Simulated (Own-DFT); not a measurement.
# A pressure from energies alone: monoclinic HfO2, 94 atoms (Hf32O62), with two O vacancies

All values are computed. Each geometry was run twice at fixed positions with Own-DFT, a retired in-house plane-wave program that no person has reviewed: with PBE, and with HSE06 (exact exchange share 0.25 at short range, screening 0.11 per bohr, Gygi-Baldereschi treatment of its divergence). Both used PseudoDojo norm-conserving files made for PBE, a cutoff of 48 hartree, the Gamma point alone, fixed occupations, a neutral cell and no spin. One k point on a cell 10.1 Å thick isn't converged, and results move with the size of the cell. The hafnium file keeps the 4f electrons in the core, and its forces lie about 75 meV/Å off all-electron values. The oxygen file's force components were 24 meV/Å off all-electron values in a glass.

Unstrained cell vectors in Å: (10.234, 0.000, 0.000); (0.000, 10.350, 0.000); (-1.696, 0.000, 10.445), volume V0 = 1106.4 Å³, from measured lattice constants. Each geometry has its own random strain of a few per cent, its own defect sites and random moves of rms u per axis. HSE06 gave the energy alone. D is its energy less that of PBE, over the lowest D shown. The PBE stress wasn't checked against mesh or cutoff.

```
run,V - V0 (Å³),u (Å),P with PBE (GPa),D (eV)
1,-13.7,0.0299,7.23,0.313
2,-0.3,0.0463,3.94,1.001
3,-2.4,0.0490,6.44,0.742
4,-25.6,0.0476,10.89,0.092
5,-20.5,0.0479,10.88,0.105
6,-30.9,0.0532,13.89,0.000
7,-18.3,0.0314,8.64,0.156
8,-12.6,0.0489,8.57,0.532
9,17.6,0.0514,1.62,1.231
10,17.9,0.0502,1.45,1.146
11,2.4,0.0506,4.55,0.847
12,-14.0,0.0508,8.55,0.432
13,13.4,0.0506,1.71,?
```

## Worked fit

D = 0.61 + 0.0263 (V - V0) + 71 u² eV, with an error of 0.0021 on the volume slope, 53 on the last term and a scatter of 0.11 eV. Pressure is -dE/dV, and 1 eV/Å³ is 160.2 GPa, so HSE06 changes the pressure by -4.2 ± 0.3 GPa. With the ions held to the strained lattice, the PBE pressure falls by 273 ± 13 GPa per unit of volume strain; the shape of the strain isn't fitted, so the true error is larger, and a relaxed crystal would be softer. On that slope HSE06's volume at a given pressure is about 1.5 % smaller, or 0.5 % in lengths. At u = 0 and V0 the PBE pressure is 2.8 GPa, which puts the zero-pressure volume, against the measured cell and with the defects in, at +1.0 % for PBE and -0.5 % for HSE06, each good to a few tenths of a per cent.

## Check

Q: what D should run 13 give?

From the fit: 1.15 eV, with rows scattering by 0.11. The run itself gave 1.194 eV.
